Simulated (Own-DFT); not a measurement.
Simulation results for Hf₃₆O₇₁ (tetragonal hafnia with one neutral oxygen vacancy, atoms displaced)

A calculation, not a measurement: plane-wave PBE and HSE06 DFT by an unreviewed code, no spin, of a simulated cell at Gamma alone, so results move with cell size and shape, stress positive in tension, energies less offsets, not probed for a lower state with spin; hafnium file: forces about 75 meV/angstrom off all-electron values; oxygen file: force components 24 meV/angstrom off all-electron in a glass; k mesh not checked against a denser one; forces and stress are PBE's, HSE06 gives the energy alone, and its difference from PBE has offsets of its own; offsets are fitted by least squares, one for each functional and potential file, so energies compare only between cells with the same atoms and settings and are not formation energies; the far tail of each file's local potential was reset to the Coulomb form; each entry is a single point on an unrelaxed cell, so the pressure reflects the starting lattice, taken from the Materials Project, from which strain is counted, and rises with the displacements; printed positions are rounded, which can move forces by about a meV/angstrom; the program is a retired in-house code; no spin-orbit coupling. Program: Own-DFT development build.

Common to all runs: first functional PBE; second functional HSE06; exact exchange share 0.25; screening 0.11 1/bohr; exchange divergence Gygi-Baldereschi; potential files PseudoDojo norm-conserving, scalar-relativistic, made for PBE, standard set; wave cutoff 48 hartree; occupations fixed; k mesh 1 x 1 x 1 centred on Gamma.

(1) Hf₃₆O₇₁ (tetragonal hafnia with one neutral oxygen vacancy, atoms displaced)

```
cell vectors (Å)
  10.7800     0.0000     0.0000
   0.0000    10.7800     0.0000
   0.0000     0.0000    10.4493
atoms (fractions of the cell vectors)
Hf  0.00287  0.99970  0.00152
Hf  0.17407  0.16576  0.24943
O   0.99983  0.16783  0.15042
O   0.16594  0.99586  0.34662
O   0.00278  0.16521  0.40230
O   0.16449  0.99989  0.09308
Hf  0.00328  0.99603  0.50085
Hf  0.17178  0.16341  0.74949
O   0.99950  0.16179  0.65712
O   0.16830  0.00212  0.84659
O   0.99941  0.16175  0.90426
O   0.16779  0.00437  0.60273
Hf  0.00114  0.33110  0.00053
Hf  0.16840  0.50241  0.24906
O   0.99880  0.49918  0.14855
O   0.17179  0.33532  0.34521
O   0.99570  0.50122  0.40053
O   0.16541  0.33424  0.09584
Hf  0.99998  0.33063  0.50590
Hf  0.16601  0.50407  0.74440
O   0.99805  0.50089  0.64934
O   0.16637  0.33455  0.85235
O   0.00211  0.49971  0.90352
O   0.16697  0.33180  0.59851
Hf  0.00250  0.66704  0.00206
Hf  0.16456  0.83682  0.25616
O   0.00038  0.83582  0.15139
O   0.16797  0.67183  0.35038
O   0.99756  0.83109  0.40007
O   0.16720  0.66836  0.10011
Hf  0.00090  0.66638  0.50049
Hf  0.16396  0.83350  0.74683
O   0.00029  0.83519  0.65024
O   0.16172  0.66499  0.84686
O   0.00012  0.83443  0.90052
O   0.16680  0.66606  0.59718
Hf  0.33455  0.99746  0.00452
Hf  0.50263  0.17074  0.25228
O   0.33175  0.16269  0.15693
O   0.50030  0.00662  0.35401
O   0.33631  0.17013  0.40282
O   0.49761  0.00265  0.09685
Hf  0.33145  0.99922  0.49932
Hf  0.50006  0.16551  0.74897
O   0.33366  0.16723  0.65026
O   0.33898  0.16373  0.90563
O   0.49608  0.99870  0.59069
Hf  0.32949  0.32878  0.99503
Hf  0.49641  0.50192  0.24917
O   0.33391  0.50076  0.14903
O   0.50305  0.33597  0.34609
O   0.33820  0.49905  0.40149
O   0.50231  0.33205  0.09567
Hf  0.33306  0.33575  0.49993
Hf  0.49901  0.50029  0.75372
O   0.33305  0.50181  0.64968
O   0.49955  0.33602  0.84804
O   0.33276  0.50421  0.90514
O   0.50000  0.33147  0.59555
Hf  0.33075  0.66961  0.99652
Hf  0.50226  0.83506  0.25051
O   0.33825  0.83083  0.15271
O   0.50135  0.66808  0.35088
O   0.33780  0.83275  0.39948
O   0.49895  0.66243  0.09756
Hf  0.33737  0.66843  0.49859
Hf  0.50526  0.83255  0.74751
O   0.33418  0.83478  0.65380
O   0.49885  0.66536  0.84811
O   0.32990  0.83712  0.90708
O   0.49878  0.66707  0.59834
Hf  0.66482  0.99634  0.99832
Hf  0.82796  0.16350  0.25283
O   0.66481  0.16613  0.15444
O   0.83263  0.00029  0.34767
O   0.66777  0.16342  0.40122
O   0.83173  0.00355  0.09742
Hf  0.66867  0.99915  0.49987
Hf  0.83182  0.16637  0.74657
O   0.66474  0.16487  0.65529
O   0.83299  0.99939  0.84916
O   0.66863  0.17026  0.89778
O   0.83163  0.99860  0.59490
Hf  0.66558  0.33300  0.00067
Hf  0.83738  0.49394  0.24853
O   0.65920  0.49991  0.14380
O   0.83367  0.33276  0.34637
O   0.66143  0.49901  0.40373
O   0.83373  0.33631  0.09701
Hf  0.66798  0.32871  0.50104
Hf  0.82984  0.49783  0.74964
O   0.66519  0.50517  0.65296
O   0.83092  0.33200  0.84815
O   0.66750  0.50021  0.90132
O   0.83094  0.33394  0.59665
Hf  0.66884  0.66288  0.00220
Hf  0.83250  0.83463  0.25000
O   0.66720  0.83360  0.14419
O   0.83677  0.67227  0.34774
O   0.66764  0.82905  0.40311
O   0.83389  0.66468  0.10030
Hf  0.67009  0.66399  0.49933
Hf  0.83473  0.83353  0.74872
O   0.66719  0.83180  0.65558
O   0.83327  0.66328  0.85251
O   0.66611  0.83109  0.90245
O   0.83823  0.66724  0.59510
```

| Item | Value |
| --- | --- |
| PBE energy of cell above offsets | -101.092 eV |
| HSE06 less PBE above offsets | -0.160 eV |
| PBE pressure | 0.66 GPa |
| PBE stress xx | -0.86 GPa |
| PBE stress yy | 0.12 GPa |
| PBE stress zz | -1.23 GPa |
| PBE stress yz | -0.23 GPa |
| PBE stress xz | -0.07 GPa |
| PBE stress xy | -0.04 GPa |

Force:
```csv
element,x (eV/Å),y (eV/Å),z (eV/Å)
Hf,-1.245,0.265,-0.273
Hf,-2.048,0.76,0.196
O,0.181,-0.021,0.831
O,0.222,1.225,0.898
O,-0.024,-0.002,0.782
O,0.942,-0.042,1.044
Hf,-0.555,0.72,-0.147
Hf,-0.847,0.518,0.54
O,0.201,0.479,-0.619
O,-0.043,-0.565,-0.1
O,0.043,0.905,-0.243
O,-0.226,-0.412,-0.756
Hf,-0.265,-0.199,-0.37
Hf,-0.037,0.021,-0.318
O,0.711,0.091,0.644
O,-0.195,-0.028,0.111
O,0.285,-0.592,0.158
O,0.642,-0.201,0.461
Hf,0.213,0.202,-1.098
Hf,-0.19,-0.643,0.968
O,0.186,-0.333,0.166
O,0.482,-0.459,-0.909
O,-0.132,-0.042,-0.144
O,-0.238,0.094,-0.037
Hf,-0.585,-0.324,-0.392
Hf,0.385,-1.481,-1.76
O,-0.106,-0.08,0.344
O,0.016,-0.893,-0.113
O,0.449,0.819,0.308
O,-0.096,-0.119,-0.099
Hf,-0.129,-0.469,-0.709
Hf,0.665,0.185,0.984
O,0.061,0.17,-0.286
O,0.346,0.749,-0.163
O,0.113,-0.307,-0.111
O,0.193,0.128,0.192
Hf,-0.403,-0.024,-0.307
Hf,-0.461,0.001,-0.184
O,0.826,0.273,-0.655
O,0.124,-1.05,-1.107
O,-0.564,-0.578,0.077
O,0.798,-0.152,-0.181
Hf,0.714,0.235,-0.152
Hf,-0.055,-0.09,0.657
O,0.277,-0.018,0.363
O,0.192,-0.273,-0.655
O,0.877,0,1.124
Hf,0.496,1.524,0.555
Hf,0.539,0.317,-0.454
O,-0.638,-0.212,0.606
O,-0.004,-0.562,0.126
O,-0.379,0.629,-0.11
O,-1.252,-0.486,0.096
Hf,0.171,-0.095,-0.095
Hf,-0.064,0.321,-0.277
O,0.013,-0.245,0.259
O,-0.274,-0.627,-0.338
O,-0.078,-0.907,-0.661
O,0.287,0.032,0.093
Hf,0.778,-0.315,0.977
Hf,-0.145,-0.173,0.021
O,-0.764,0.47,0.418
O,-0.133,0.123,-0.411
O,-0.211,0.57,0.396
O,-0.083,0.519,-0.074
Hf,0.07,-0.322,0.084
Hf,-0.685,0.086,0.719
O,-0.358,-0.094,-0.068
O,-0.093,0.646,-0.214
O,0.311,-0.371,-0.806
O,0.489,0.212,-0.127
Hf,0.594,0.481,-0.271
Hf,1.275,0.235,-1.147
O,0.273,0.098,-0.21
O,-0.08,-0.331,0.332
O,0.239,0.576,0.286
O,0.09,-0.121,0.086
Hf,-0.876,-0.527,-0.301
Hf,0.156,-0.376,1.655
O,0.113,-0.042,-0.986
O,-0.248,-0.167,-0.764
O,-0.72,-1.032,0.536
O,0.607,-0.016,0.238
Hf,0.227,0.413,-0.137
Hf,-0.753,1.125,-0.414
O,1.274,-0.024,1.191
O,-0.205,-0.422,0.436
O,0.706,-0.144,0.024
O,-0.375,0.057,0.262
Hf,-1.006,0.926,-0.67
Hf,0.278,0.382,0.876
O,0.202,-0.213,-0.03
O,0.358,0.1,-0.613
O,-0.026,-0.37,-0.392
O,0.389,-0.276,0.341
Hf,-0.274,-0.114,0.154
Hf,0.09,-0.409,-0.629
O,-0.238,0.21,1.01
O,-0.414,-1.25,-0.142
O,-0.093,1.082,-0.15
O,0.149,0.13,-0.063
Hf,-0.454,-0.444,-0.028
Hf,-0.102,-0.197,1.176
O,0.343,0.114,-0.596
O,0.013,0.594,-0.914
O,-0.466,0.32,-0.387
O,-0.743,0.155,0.562
```

(2) Hf₃₆O₇₁ (tetragonal hafnia with one neutral oxygen vacancy, atoms displaced)

```
cell vectors (Å)
  10.7800     0.0000     0.0000
   0.0000    10.7800     0.0000
   0.0000     0.0000    10.4493
atoms (fractions of the cell vectors)
Hf  0.99942  0.00681  0.99526
Hf  0.17559  0.17431  0.24308
O   0.98481  0.17214  0.14879
O   0.14872  0.01032  0.33085
O   0.99345  0.17305  0.40068
O   0.16796  0.00895  0.09277
Hf  0.00302  0.99603  0.49735
Hf  0.16854  0.16566  0.74735
O   0.99522  0.15598  0.64919
O   0.15261  0.00350  0.85838
O   0.99605  0.16340  0.89670
O   0.16752  0.01712  0.59983
Hf  0.99800  0.32677  0.01380
Hf  0.16696  0.50935  0.26414
O   0.99529  0.49242  0.15514
O   0.17592  0.33280  0.35237
O   0.99571  0.51620  0.39966
O   0.18506  0.33541  0.10015
Hf  0.98798  0.33150  0.48838
Hf  0.17323  0.50929  0.75326
O   0.98958  0.50101  0.64732
O   0.16734  0.33895  0.83534
O   0.00458  0.50468  0.89292
O   0.16508  0.33480  0.59602
Hf  0.00285  0.64956  0.98496
Hf  0.17273  0.84919  0.24470
O   0.99750  0.84591  0.15141
O   0.16211  0.66986  0.35381
O   0.99642  0.84568  0.41041
O   0.18051  0.66461  0.10077
Hf  0.01005  0.65647  0.50025
Hf  0.16661  0.82753  0.74784
O   0.00977  0.83071  0.64974
O   0.16322  0.66325  0.84777
O   0.99418  0.84705  0.91116
O   0.16798  0.67400  0.60128
Hf  0.33625  0.99917  0.99315
Hf  0.50395  0.16376  0.26143
O   0.34139  0.18055  0.14559
O   0.50916  0.98519  0.34922
O   0.33512  0.16684  0.39139
O   0.50351  0.99839  0.10179
Hf  0.33842  0.99477  0.49844
Hf  0.50904  0.16712  0.74876
O   0.33112  0.16605  0.66033
O   0.50613  0.01506  0.84023
O   0.33418  0.17351  0.90596
O   0.48938  0.98837  0.59881
Hf  0.33244  0.33869  0.00060
Hf  0.49141  0.50072  0.24258
O   0.33163  0.50606  0.15566
O   0.50800  0.33813  0.35408
O   0.33793  0.50038  0.40005
Hf  0.32231  0.31759  0.49675
Hf  0.49650  0.49394  0.74783
O   0.33265  0.50421  0.64619
O   0.51239  0.33254  0.84693
O   0.32607  0.51625  0.90954
O   0.49032  0.31975  0.58502
Hf  0.33642  0.64778  0.99322
Hf  0.49741  0.84031  0.24557
O   0.32276  0.83609  0.14971
O   0.49481  0.66677  0.35066
O   0.32758  0.82672  0.40845
O   0.49004  0.65942  0.10049
Hf  0.32305  0.67394  0.51850
Hf  0.50960  0.82806  0.75399
O   0.33737  0.82750  0.65787
O   0.49906  0.69468  0.85008
O   0.33973  0.82948  0.89297
O   0.50134  0.65931  0.59433
Hf  0.67868  0.99451  0.00537
Hf  0.83107  0.15747  0.24686
O   0.67638  0.15952  0.14900
O   0.83389  0.99607  0.35820
O   0.67265  0.16171  0.41344
O   0.84150  0.98989  0.09483
Hf  0.67147  0.00005  0.48921
Hf  0.83927  0.16168  0.74153
O   0.66606  0.17260  0.64592
O   0.85212  0.00883  0.83913
O   0.65431  0.16568  0.89394
O   0.84635  0.99228  0.61865
Hf  0.68176  0.33674  0.99321
Hf  0.82519  0.49267  0.24751
O   0.66661  0.49940  0.16218
O   0.82737  0.34530  0.33423
O   0.66355  0.49836  0.41044
O   0.83391  0.34600  0.09958
Hf  0.66965  0.31585  0.49298
Hf  0.83193  0.49780  0.74888
O   0.66064  0.49711  0.64525
O   0.83283  0.32772  0.85101
O   0.66270  0.50088  0.90663
O   0.83077  0.33237  0.59235
Hf  0.66424  0.67782  0.98553
Hf  0.83622  0.82366  0.25484
O   0.66195  0.82365  0.15639
O   0.83493  0.66545  0.34817
O   0.65645  0.82891  0.40681
O   0.83131  0.66752  0.09207
Hf  0.67412  0.66584  0.50592
Hf  0.83282  0.83401  0.76656
O   0.65481  0.83147  0.64779
O   0.84031  0.68298  0.85000
O   0.67034  0.83660  0.90542
O   0.81840  0.65990  0.59621
```

| Property | Result |
| --- | --- |
| PBE energy of cell above offsets | -83.482 eV |
| HSE06 less PBE above offsets | 0.711 eV |
| PBE pressure | 7.24 GPa |
| PBE stress xx | -4.33 GPa |
| PBE stress yy | -10.56 GPa |
| PBE stress zz | -6.83 GPa |
| PBE stress yz | -1.4 GPa |
| PBE stress xz | 0.44 GPa |
| PBE stress xy | -0.03 GPa |

Force:
```csv
element,x (eV/Å),y (eV/Å),z (eV/Å)
Hf,1.765,-0.911,0.559
Hf,-0.015,-0.12,-0.599
O,2.383,0.809,-0.523
O,0.872,0.51,1.547
O,-0.503,-0.482,-0.604
O,0.809,0.693,0.618
Hf,-0.416,2.261,2.251
Hf,-0.866,-0.251,0.446
O,1.356,1.745,-0.403
O,1.906,-0.576,-2.01
O,0.406,3.319,0.738
O,1.003,-1.459,-1.179
Hf,0.938,0.169,-1.374
Hf,1.136,0.167,-1.324
O,1.849,0.099,-0.944
O,-1.362,0.122,-0.899
O,0.608,-4.875,-1.123
O,-4.441,-0.485,0.343
Hf,1.701,1.005,1.566
Hf,-1.365,-3.37,-2.221
O,1.582,0.677,0.262
O,0.257,0.477,1.318
O,-0.911,-3.58,-0.858
O,-1.581,-0.167,-0.458
Hf,-0.088,5.123,4.811
Hf,-2.699,-2.108,-0.382
O,1.127,-0.848,1.626
O,-0.392,0.954,0.54
O,0.084,-3.974,-1.389
O,-2.848,-0.63,-0.534
Hf,-2.525,4.045,0.897
Hf,0.538,2.439,1.402
O,-1.17,-0.403,0.958
O,-0.511,1.847,0.519
O,0.036,-3.801,-1.565
O,-2.129,-1.073,2.043
Hf,-0.209,-0.504,-0.532
Hf,-0.877,1.752,-1.943
O,0.836,-0.491,1.357
O,-0.568,4.046,1.243
O,0.305,-2.583,-0.423
O,0.017,-0.043,-0.528
Hf,-0.538,-0.083,1.426
Hf,-1.157,1.279,-0.671
O,0.627,0.148,-1.105
O,-0.68,-3.983,1.55
O,-0.458,-0.381,-0.096
O,1.411,1.507,-1.224
Hf,2.471,-1.867,-0.345
Hf,1.726,1.746,2.998
O,-1.174,-1.264,-1.115
O,0.041,-2.65,-2.165
O,-1.473,-0.482,0.649
Hf,1.098,3.24,0.737
Hf,1.788,0.515,-2.257
O,-0.264,-0.127,1.949
O,-1.242,1.6,-0.23
O,0.139,-11.21,-7.444
O,1.06,0.546,1.199
Hf,0.353,12.81,7.647
Hf,-0.388,-5.061,-0.133
O,2.51,1.399,-0.179
O,-0.087,0.717,-1.75
O,-0.713,2.549,-0.786
O,2.101,0.329,-1.275
Hf,5.81,-1.833,-3.59
Hf,-2.523,6.725,-4.08
O,-1.331,-0.107,-0.808
O,0.931,-8.923,3.485
O,-1.351,1.568,1.435
O,-0.829,0.182,1.561
Hf,-2.05,2.731,0.065
Hf,0.827,0.031,1.472
O,-1.074,0.298,0.385
O,-0.98,0.778,-0.865
O,-0.144,-1.297,-4.443
O,-2.391,0.914,0.963
Hf,0.072,-4.514,3.549
Hf,-0.657,0.513,0.049
O,0.981,-0.807,-0.261
O,-2.016,-1.666,2.679
O,2.123,-0.169,1.873
O,-2.27,-0.019,-2.868
Hf,-2.801,-1.069,0.065
Hf,-0.364,5.3,-0.771
O,-1.335,-0.606,-1.709
O,0.592,-5.849,3.081
O,1.058,-0.341,-0.266
O,0.128,-0.792,-0.663
Hf,-2.66,6.592,2.071
Hf,-1.092,0.062,-1.283
O,0.227,-0.764,2.79
O,0.084,1.406,-0.183
O,0.508,1.57,-1.051
O,0.799,0.059,0.348
Hf,-0.259,-2.976,4.74
Hf,0.565,-0.211,-0.939
O,0.975,0.637,-1.021
O,0.04,0.255,0.055
O,1.371,1.18,-0.654
O,0.367,-0.015,-0.79
Hf,-5.085,-1.051,-3.284
Hf,1.213,4.164,-4.476
O,3.422,0.351,0.618
O,-0.274,-5.254,0.919
O,0.736,1.947,-1.741
O,5.467,0.183,2.926
```

(3) Hf₃₆O₇₁ (tetragonal hafnia with one neutral oxygen vacancy, atoms displaced)

```
cell vectors (Å)
  10.7800     0.0000     0.0000
   0.0000    10.7800     0.0000
   0.0000     0.0000    10.4493
atoms (fractions of the cell vectors)
Hf  0.00499  0.01274  0.00552
Hf  0.17020  0.17828  0.25564
O   0.98958  0.16660  0.16329
O   0.15580  0.99199  0.35558
O   0.99535  0.17424  0.40392
O   0.17310  0.00343  0.10384
Hf  0.00976  0.00804  0.51235
Hf  0.16005  0.17008  0.76255
O   0.99516  0.16416  0.65770
O   0.15547  0.99926  0.84547
O   0.99848  0.15625  0.89747
O   0.16601  0.99287  0.59861
Hf  0.00724  0.32759  0.99734
Hf  0.16485  0.49725  0.25517
O   0.99301  0.50131  0.15023
O   0.15817  0.33350  0.34309
O   0.00084  0.50896  0.39226
O   0.15669  0.33480  0.08909
Hf  0.00240  0.33046  0.49872
Hf  0.16958  0.50090  0.74572
O   0.99779  0.48701  0.65165
O   0.15809  0.33933  0.84536
O   0.15900  0.32986  0.60528
Hf  0.00106  0.67049  0.00990
Hf  0.16821  0.82979  0.24756
O   0.99950  0.83816  0.15061
O   0.16886  0.67111  0.33830
O   0.99918  0.82029  0.39675
O   0.16571  0.66635  0.09138
Hf  0.99725  0.65555  0.50241
Hf  0.17728  0.82591  0.74861
O   0.99342  0.83220  0.64589
O   0.17456  0.66962  0.85063
O   0.98860  0.82880  0.90081
O   0.16686  0.65999  0.60189
Hf  0.34899  0.01136  0.00717
Hf  0.50163  0.17144  0.24424
O   0.32850  0.17185  0.15692
O   0.49837  0.00330  0.34205
O   0.33500  0.16871  0.40642
O   0.50937  0.99311  0.09703
Hf  0.33175  0.99809  0.51022
Hf  0.49961  0.17472  0.74921
O   0.33686  0.17255  0.64927
O   0.51813  0.98647  0.85844
O   0.33710  0.15968  0.89150
O   0.50391  0.99450  0.60022
Hf  0.33861  0.34107  0.99405
Hf  0.49865  0.50821  0.24148
O   0.32708  0.50506  0.15808
O   0.50918  0.33719  0.35582
O   0.33379  0.49375  0.40909
O   0.50371  0.34796  0.09426
Hf  0.33441  0.33056  0.50334
Hf  0.49497  0.50701  0.74865
O   0.33263  0.49486  0.64321
O   0.48406  0.33019  0.85288
O   0.33053  0.49646  0.90861
O   0.50174  0.33398  0.59520
Hf  0.32968  0.65569  0.00464
Hf  0.50294  0.83698  0.25567
O   0.33940  0.83754  0.14762
O   0.49571  0.67417  0.35248
O   0.34121  0.81736  0.40259
O   0.50804  0.67567  0.10153
Hf  0.34287  0.66461  0.49888
Hf  0.50192  0.83118  0.75458
O   0.33569  0.82571  0.66382
O   0.49796  0.67062  0.84543
O   0.32826  0.84101  0.90824
O   0.50184  0.67135  0.59021
Hf  0.66078  0.98999  0.99731
Hf  0.81549  0.17109  0.24857
O   0.67031  0.17904  0.14490
O   0.82356  0.00670  0.35520
O   0.67665  0.15516  0.40038
O   0.82826  0.00209  0.08609
Hf  0.66638  0.99488  0.48836
Hf  0.83501  0.17214  0.75092
O   0.66236  0.16010  0.65100
O   0.83022  0.99370  0.84903
O   0.67500  0.15487  0.90294
O   0.84484  0.00647  0.57939
Hf  0.66805  0.33449  0.99590
Hf  0.83452  0.48862  0.23836
O   0.66356  0.50253  0.14856
O   0.83971  0.33659  0.33334
O   0.67380  0.51050  0.39765
O   0.84164  0.33966  0.08669
Hf  0.66608  0.33035  0.49959
Hf  0.83872  0.49780  0.75618
O   0.66347  0.50661  0.65400
O   0.83725  0.33561  0.84585
O   0.66986  0.49410  0.90912
O   0.82640  0.32893  0.59383
Hf  0.65346  0.66428  0.99394
Hf  0.82895  0.85775  0.25086
O   0.66446  0.83090  0.15667
O   0.83023  0.65856  0.36333
O   0.66889  0.83577  0.39468
O   0.83373  0.67580  0.10225
Hf  0.66765  0.67307  0.50692
Hf  0.83914  0.82776  0.73858
O   0.66852  0.84125  0.64825
O   0.82823  0.66847  0.83760
O   0.67703  0.83004  0.90994
O   0.83487  0.65807  0.59980
```

| Quantity | Value |
| --- | --- |
| PBE energy of cell above offsets | -90.316 eV |
| HSE06 less PBE above offsets | 0.498 eV |
| PBE pressure | 4.53 GPa |
| PBE stress xx | -5.14 GPa |
| PBE stress yy | -3.52 GPa |
| PBE stress zz | -4.92 GPa |
| PBE stress yz | 0.17 GPa |
| PBE stress xz | 0.34 GPa |
| PBE stress xy | 0.18 GPa |

Force:
```csv
element,x (eV/Å),y (eV/Å),z (eV/Å)
Hf,-0.48,-4.664,0.483
Hf,-2.566,-4.526,-0.611
O,1.575,-0.186,-0.963
O,1.264,1.605,-0.356
O,0.843,-0.991,0.627
O,0.249,0.808,-0.759
Hf,-1.304,-1.847,-3.433
Hf,0.439,-1.469,-1.46
O,1.862,0.403,-0.548
O,0.368,0.175,-0.198
O,0.298,3.496,-0.326
O,2.641,0.292,1.717
Hf,-2.809,1.431,-1.116
Hf,-2.139,2.477,-0.197
O,2.981,-0.02,-0.808
O,0.553,1.062,1.514
O,1.089,-3.022,0.405
O,3.705,-0.221,1.805
Hf,-1.353,1.223,0.14
Hf,-1.954,1.166,-0.448
O,0.667,0.531,0.569
O,0.368,-0.784,0.919
O,1.503,-0.208,-1.048
Hf,-2.95,1.057,-1.288
Hf,-1.227,1.72,-0.067
O,0.625,0.262,0.192
O,0.731,-2.423,0.541
O,-0.076,1.312,0.756
O,1.055,-0.113,1.094
Hf,-1.41,3.096,-1.457
Hf,-3.345,1.298,1.68
O,2.605,0.017,-0.143
O,0.412,-1.724,-0.131
O,0.98,0.086,0.558
O,0.527,0.039,-0.068
Hf,-2.677,-3.344,-0.347
Hf,0.196,0.258,1.595
O,2.268,0.512,-0.984
O,-0.136,1.136,0.495
O,-0.552,-0.65,-0.673
O,-1.804,1.829,1.995
Hf,0.664,-0.218,-1.295
Hf,0.896,-2.233,-0.707
O,-0.852,-0.562,0.363
O,-1.79,1.786,-1.26
O,-0.293,1.302,1.005
O,-1.914,0.028,-0.352
Hf,-0.519,-2.809,1.35
Hf,2.091,0.178,2.48
O,0.889,-0.276,-1.258
O,-0.405,-0.959,-1.884
O,-0.386,0.317,-1.252
O,-1.583,-0.772,0.342
Hf,0.145,0.073,0.698
Hf,1.544,-1.173,-1.414
O,1.009,0.061,1.836
O,0.899,1.446,-0.583
O,0.34,1.117,-1.773
O,-0.021,-0.202,1.23
Hf,-0.525,4.23,0.363
Hf,-0.538,-0.931,-0.992
O,-0.234,-0.376,1.015
O,0.331,-2.103,-0.894
O,-0.698,3.927,0.599
O,-2.953,-1.451,0.111
Hf,-1.769,-0.806,-0.44
Hf,1.083,2.27,-0.819
O,1.062,0.338,-1.781
O,-0.129,-1.851,0.884
O,0.408,-0.515,-0.166
O,-0.651,-0.413,2.357
Hf,3.444,-0.194,-1.329
Hf,3.509,-1.016,0.876
O,-3.065,0.293,-0.09
O,0.725,0.382,-1.853
O,-1.304,3.516,-0.797
O,0.547,0.101,2.196
Hf,1.087,-0.153,2.868
Hf,-2.09,-2.958,0.162
O,0.264,0.866,0.259
O,0.367,1.103,-1.979
O,-0.913,3.175,-0.25
O,-2.981,-0.199,1.798
Hf,1.638,-1.622,0.59
Hf,-1.509,4.891,1.287
O,-0.065,-0.469,-0.175
O,-0.703,-1.579,1.789
O,-1.477,-2.18,1.051
O,-1.847,-0.242,0.145
Hf,-0.248,1.33,-0.996
Hf,-0.584,2.018,-1.011
O,-0.927,-0.476,0.848
O,0.039,-0.836,0.339
O,-0.956,0.806,-1.738
O,1.064,-0.061,-0.06
Hf,4.709,0.891,1.211
Hf,1.738,-4.424,-0.559
O,0.103,0.813,-0.214
O,0.071,1.053,-1.428
O,-0.506,-0.452,0.385
O,-0.607,-0.832,-1.199
Hf,3.098,-1.412,-2.508
Hf,-0.082,1.444,2.497
O,-0.28,-0.806,-0.007
O,0.027,-1.881,0.768
O,-1.129,-1.618,-0.988
O,-0.284,0.195,0.699
```
